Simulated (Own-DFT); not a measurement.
# Computed records: SiGe (layered order of Si and Ge on the diamond lattice, atoms displaced)

A calculation, not a measurement: plane-wave PBE density functional theory by an unreviewed code, no spin, of a simulated periodic cell, stress positive in tension, free energy of the whole cell less one offset for each atom, forces on such cells passed a denser k mesh, this cell's mesh not checked; offsets are fitted by least squares, one for each functional and potential file, so energies compare only between cells with the same atoms and settings and are not formation energies; the far tail of each file's local potential was reset to the Coulomb form; each entry is a single point on an unrelaxed cell, so the pressure reflects the starting lattice, mostly measured values, from which strain is counted, and rises with the displacements; printed positions are rounded, which can move forces by about a meV/angstrom; the program is a retired in-house code; no spin-orbit coupling. Program: Own-DFT development build.

Entry: SiGe (layered order of Si and Ge on the diamond lattice, atoms displaced)

```
SiGe
1.0
     11.0890     0.0000     0.0000
      0.0000    11.0890     0.0000
      0.0000     0.0000    11.0890
Ge Si Ge Si Ge Si Ge Si
8 8 8 8 8 8 8 8
Direct
  0.99877 0.00461 0.00314
  0.99948 0.25434 0.24900
  0.25081 0.99677 0.24837
  0.25275 0.25451 0.00555
  0.12523 0.12327 0.13301
  0.12918 0.38044 0.37698
  0.37286 0.12428 0.37319
  0.37212 0.37838 0.12301
  0.99922 0.00115 0.50010
  0.00087 0.24918 0.75395
  0.25248 0.99324 0.74955
  0.25263 0.25305 0.50063
  0.12105 0.12550 0.62490
  0.12411 0.37659 0.87541
  0.37549 0.12532 0.87499
  0.37314 0.37314 0.62480
  0.00114 0.49795 0.00466
  0.99832 0.75518 0.24856
  0.24955 0.49967 0.24865
  0.24942 0.74712 0.99670
  0.12939 0.62741 0.12648
  0.12114 0.87730 0.37626
  0.37312 0.62305 0.37195
  0.37158 0.88012 0.12407
  0.99755 0.50326 0.49789
  0.99926 0.74609 0.74789
  0.24569 0.49566 0.74928
  0.24973 0.75040 0.50014
  0.12655 0.62614 0.62394
  0.13108 0.87553 0.87397
  0.37502 0.62971 0.87982
  0.36912 0.86790 0.62557
  0.49742 0.99574 0.00385
  0.49939 0.25215 0.25183
  0.74982 0.00560 0.24808
  0.75140 0.24819 0.00681
  0.62425 0.12894 0.12718
  0.62597 0.37759 0.37463
  0.87368 0.12845 0.37077
  0.87681 0.37633 0.12153
  0.49804 0.99966 0.49964
  0.50693 0.24788 0.75158
  0.74878 0.99657 0.75295
  0.74768 0.24852 0.50150
  0.62740 0.12404 0.62340
  0.62941 0.37530 0.87617
  0.87188 0.12541 0.87346
  0.87213 0.37354 0.61905
  0.50010 0.50033 0.00188
  0.50120 0.75069 0.24738
  0.74426 0.50065 0.24965
  0.75065 0.74827 0.00290
  0.62800 0.62554 0.12583
  0.62884 0.87154 0.37208
  0.87953 0.62526 0.37499
  0.87299 0.87060 0.12902
  0.49628 0.49988 0.50180
  0.49842 0.74597 0.74453
  0.74536 0.50318 0.75440
  0.75319 0.74921 0.50096
  0.62530 0.62546 0.62560
  0.62538 0.87997 0.87794
  0.86993 0.62628 0.87965
  0.87457 0.87230 0.62291
```

* functional: PBE
* potential files: PseudoDojo norm-conserving, scalar-relativistic, standard set
* wave cutoff: 42 hartree
* occupations: Fermi-Dirac
* smearing width: 0.1 eV
* k mesh: 3 x 3 x 3 centred on Gamma
* free energy of cell above offsets: -5.616 eV
* pressure: 3.04 GPa
* stress xx: -3.06 GPa
* stress yy: -3.04 GPa
* stress zz: -3.02 GPa
* stress yz: 0.14 GPa
* stress xz: 0.27 GPa
* stress xy: -0.33 GPa

Force:
```tsv
element	x (eV/Å)	y (eV/Å)	z (eV/Å)
Ge	0.111	-0.716	-0.814
Ge	0.398	0.168	0.507
Ge	-0.394	0.286	0.864
Ge	-0.865	-1.01	-1.317
Ge	0.013	0.595	-0.776
Ge	-0.681	-0.502	0.545
Ge	0.172	0.075	0.744
Ge	0.894	-0.017	0.655
Si	-0.473	0.288	0.387
Si	-0.416	0.262	-0.506
Si	-0.199	1.02	-0.153
Si	-0.517	-0.577	0.364
Si	0.686	-0.114	0.193
Si	0.023	-0.388	-0.134
Si	0.084	-0.098	-0.36
Si	0.571	0.005	0.569
Ge	0.194	0.914	-1.234
Ge	0.66	-0.83	0.41
Ge	0.063	0.177	0.041
Ge	0.058	0.821	0.036
Ge	-0.747	-0.007	0.018
Ge	0.496	-0.164	0.576
Ge	0.368	0.448	0.805
Ge	0.137	-1.507	-0.016
Si	0.57	-0.421	0.939
Si	0.084	0.408	0.49
Si	0.578	0.705	0.169
Si	-0.365	-0.299	-0.116
Si	-0.306	-0.389	0.018
Si	-1.261	-0.07	-0.266
Si	0.317	-1.093	-1.486
Si	0.905	0.66	-0.251
Ge	0.486	1.217	-0.983
Ge	-0.302	0.218	-0.112
Ge	-0.056	-0.716	0.152
Ge	-0.007	0.199	-1.517
Ge	-0.634	-0.5	-0.201
Ge	-0.493	-0.345	1.147
Ge	0.263	-0.029	1.163
Ge	-0.555	0.047	0.897
Si	0.118	-0.48	0.48
Si	-0.525	0.216	-0.14
Si	0.308	0.334	-0.572
Si	0.132	0.094	-0.118
Si	-0.322	-0.4	0.3
Si	-0.444	-0.211	-0.061
Si	0.166	-0.068	-0.135
Si	0.27	0.381	0.992
Ge	0.255	0.15	-0.872
Ge	-0.444	0.051	0.06
Ge	1.362	-0.003	0.115
Ge	-0.34	0.611	-0.854
Ge	-0.753	-0.016	-0.266
Ge	-0.23	0.577	0.91
Ge	-0.751	0.079	0
Ge	-0.133	1.22	-0.759
Si	0.29	0.08	0.323
Si	0.17	0.601	0.878
Si	0.651	-0.307	-0.582
Si	-0.269	-0.2	0.216
Si	-0.077	-0.216	-0.303
Si	-0.357	-1.092	-0.641
Si	0.886	-0.417	-0.875
Si	0.178	0.296	0.457
```
